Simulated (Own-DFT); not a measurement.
# Which defects push the lattice out? C40 NbSi2

No measurement is shown. These are fixed-geometry runs of a retired plane-wave code named Own-DFT, which no person has reviewed; spin and spin-orbit coupling are neglected.

Method: PBE; PseudoDojo norm-conserving scalar-relativistic files; cutoff 42 hartree; 4 x 4 x 5 k mesh centred on Gamma; cold (Marzari-Vanderbilt) smearing of 0.2 eV.

Limits: forces on such cells failed a check on a denser k mesh; stress not checked against mesh or cutoff.

All runs share one cell, with vectors in Å (0.000, 8.324, 0.000); (-9.613, 0.000, 0.000); (0.000, 0.000, 6.586) and a volume of 527.0 Å³. The atoms are randomly displaced, by u rms on each axis. The defect's site can differ from row to row.

| cell | formula | u (Å) | P (GPa) |
|---|---|---|---|
| no defect | Nb12Si24 | 0.0188 | 1.50 |
| no defect | Nb12Si24 | 0.0201 | 1.51 |
| no defect | Nb12Si24 | 0.0481 | 2.70 |
| one Si vacancy | Nb12Si23 | 0.0279 | 0.93 |
| one Si vacancy | Nb12Si23 | 0.0334 | ? |
| one Si vacancy | Nb12Si23 | 0.0477 | 1.62 |
| one Si vacancy | Nb12Si23 | 0.0498 | 1.93 |
| two Nb on a Si site each | Nb14Si22 | 0.0279 | 7.52 |
| two Nb on a Si site each | Nb14Si22 | 0.0466 | 8.22 |
| two Nb on a Si site each | Nb14Si22 | 0.0494 | 8.29 |
| two Nb vacancies | Nb10Si24 | 0.0287 | -0.25 |
| two Nb vacancies | Nb10Si24 | 0.0475 | 0.67 |
| two Nb vacancies | Nb10Si24 | 0.0533 | 0.90 |
| two Si on a Nb site each | Nb10Si26 | 0.0264 | 1.56 |
| two Si on a Nb site each | Nb10Si26 | 0.0331 | 1.73 |
| two Si on a Nb site each | Nb10Si26 | 0.0520 | 2.36 |

## What the rows give

P = P0 + c u² + a shift for each defect gives P0 = 1.36 GPa, c = 527 ± 33 GPa/Å² and a scatter of 0.11 GPa. The shifts, and each times the cell's volume:

- two Nb on a Si site each: 5.70 ± 0.09 GPa, 18.8 eV (9.4 eV for each of its 2 sites)
- two Si on a Nb site each: -0.27 ± 0.09 GPa, -0.9 eV (-0.4 eV for each of its 2 sites)
- one Si vacancy: -0.85 ± 0.09 GPa, -2.8 eV
- two Nb vacancies: -1.96 ± 0.09 GPa, -6.5 eV (-3.2 eV for each of its 2 sites)

Against the defect-free cell, a freed cell would be larger where the shift is positive and smaller where it is negative (160.2 GPa Å³ is 1 eV). The atoms around the defects weren't relaxed, which would change these numbers.

## Withheld run

Question: what pressure belongs in the blank (one Si vacancy, u = 0.0334 Å)?

The fit gives 1.11 ± 0.13 GPa. The calculation gave 1.22 GPa.
